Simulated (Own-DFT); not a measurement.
# Point defects and the pressure they add: zincblende GaAs

The numbers are computed, not measured, by runs of the plane-wave DFT program Own-DFT (in-house, retired, unreviewed) at fixed positions, with no spin and no spin-orbit coupling.

All runs used: PBE; PseudoDojo norm-conserving scalar-relativistic files; cutoff 42 hartree; 3 x 3 x 3 k mesh centred on Gamma; Fermi-Dirac smearing of 0.1 eV.

Caveats (not all hold for every row): not probed for a lower state with spin; forces not confirmed at this smearing and k mesh; stress not checked against mesh or cutoff.

All runs share one cell, with vectors in Å (11.737, 0.000, 0.000); (0.000, 11.737, 0.000); (0.000, 0.000, 10.919) and a volume of 1504.3 Å³, strained against the parent crystal. Atoms were moved at random from their sites; u is the rms move along one axis. The defect's site can differ from row to row.

```
                             cell     formula   u (Å)  P (GPa)
                        no defect    As32Ga32  0.0313     0.77
                        no defect    As32Ga32  0.0456     1.04
                        no defect    As32Ga32  0.0493     1.04
              one P on an As site   As31Ga32P  0.0306     0.56
              one P on an As site   As31Ga32P  0.0433     0.73
              one P on an As site   As31Ga32P  0.0488     0.76
              one Al on a Ga site  AlAs32Ga31  0.0301     0.75
              one Al on a Ga site  AlAs32Ga31  0.0489     1.05
              one Al on a Ga site  AlAs32Ga31  0.0522     1.02
              one In on a Ga site  As32Ga31In  0.0303     1.31
              one In on a Ga site  As32Ga31In  0.0316     1.33
              one In on a Ga site  As32Ga31In  0.0509     1.61
one As vacancy and one Ga vacancy    As31Ga31  0.0284     0.43
one As vacancy and one Ga vacancy    As31Ga31  0.0297     0.44
one As vacancy and one Ga vacancy    As31Ga31  0.0507     0.83
one As vacancy and one Ga vacancy    As31Ga31  0.0568        ?
```

## Fit

P = P0 + c u² + a shift for each defect gives P0 = 0.61 GPa, c = 187 ± 14 GPa/Å² and a scatter of 0.04 GPa. The shifts, and each times the cell's volume:

- one In on a Ga site: 0.53 ± 0.03 GPa, 4.9 eV
- one Al on a Ga site: -0.04 ± 0.03 GPa, -0.4 eV (not resolved)
- one P on an As site: -0.25 ± 0.03 GPa, -2.3 eV
- one As vacancy and one Ga vacancy: -0.31 ± 0.03 GPa, -2.9 eV

A positive shift means that the defect pushes the cell outwards. Shift times volume (160.2 GPa Å³ is 1 eV) depends little on the cell's size, so, taken for each site, it can be compared between cells at like pressure. The atoms around the defects weren't relaxed, which would change these numbers.

## Prediction

Question: what pressure belongs in the blank (one As vacancy and one Ga vacancy, u = 0.0568 Å)?

Estimate: 0.90 ± 0.05 GPa. The run itself gave 0.88 GPa.
